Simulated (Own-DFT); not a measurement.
# Which defects push the lattice out? zincblende InP

Calculated, not measured: single-point runs of Own-DFT, a retired in-house plane-wave DFT program that no person has reviewed, on unrelaxed cells, without spin or spin-orbit coupling.

All runs used: PBE; PseudoDojo norm-conserving scalar-relativistic files; cutoff 36 hartree; 2 x 3 x 3 k mesh centred on Gamma; Fermi-Dirac smearing of 0.1 eV.

Keep in mind (not all hold for every row): not probed for a lower state with spin; forces on such cells failed a check on a denser k mesh; forces not confirmed at this smearing and k mesh; stress not checked against mesh or cutoff.

All runs share one cell, with vectors in Å (17.606, 0.000, 0.000); (0.000, 11.737, 0.000); (0.000, 0.000, 11.737) and a volume of 2425.5 Å³. Atoms were moved at random from their sites; u is the rms move along one axis. The defect's site can differ from row to row.

```
                                      cell  formula   u (Å)  P (GPa)
                                 no defect  In48P48  0.0203     3.21
                                 no defect  In48P48  0.0211     3.23
                                 no defect  In48P48  0.0484     3.55
                           two P vacancies  In48P46  0.0489     3.22
                           two P vacancies  In48P46  0.0503     3.44
                           two P vacancies  In48P46  0.0510     3.39
one In on a P site and one P on an In site  In48P48  0.0305     3.56
one In on a P site and one P on an In site  In48P48  0.0500     3.76
one In on a P site and one P on an In site  In48P48  0.0515     3.90
                  two P on an In site each  In46P50  0.0297     3.02
                  two P on an In site each  In46P50  0.0303     3.00
                  two P on an In site each  In46P50  0.0526     3.33
                        one In on a P site  In49P47  0.0310     3.89
                        one In on a P site  In49P47  0.0312     3.93
                        one In on a P site  In49P47  0.0480        ?
                        one In on a P site  In49P47  0.0514     4.17
```

## Working it out

P = P0 + c u² + a shift for each defect gives P0 = 3.15 GPa, c = 169 ± 20 GPa/Å² and a scatter of 0.06 GPa. The shifts, and each times the cell's volume:

- one In on a P site: 0.59 ± 0.05 GPa, 8.9 eV
- one In on a P site and one P on an In site: 0.25 ± 0.05 GPa, 3.8 eV
- two P vacancies: -0.22 ± 0.05 GPa, -3.4 eV (-1.7 eV for each of its 2 sites)
- two P on an In site each: -0.29 ± 0.05 GPa, -4.4 eV (-2.2 eV for each of its 2 sites)

Positive is outwards. The product with the volume (160.2 GPa Å³ to the eV) is nearly free of the cell's size; divided by the bulk modulus at the cell's pressure it gives the volume that the defect adds. The atoms around the defects weren't relaxed, which would change these numbers.

## Check

Asked: what pressure belongs in the blank (one In on a P site, u = 0.0480 Å)?

The fit gives 4.13 ± 0.07 GPa. The calculation gave 4.10 GPa.
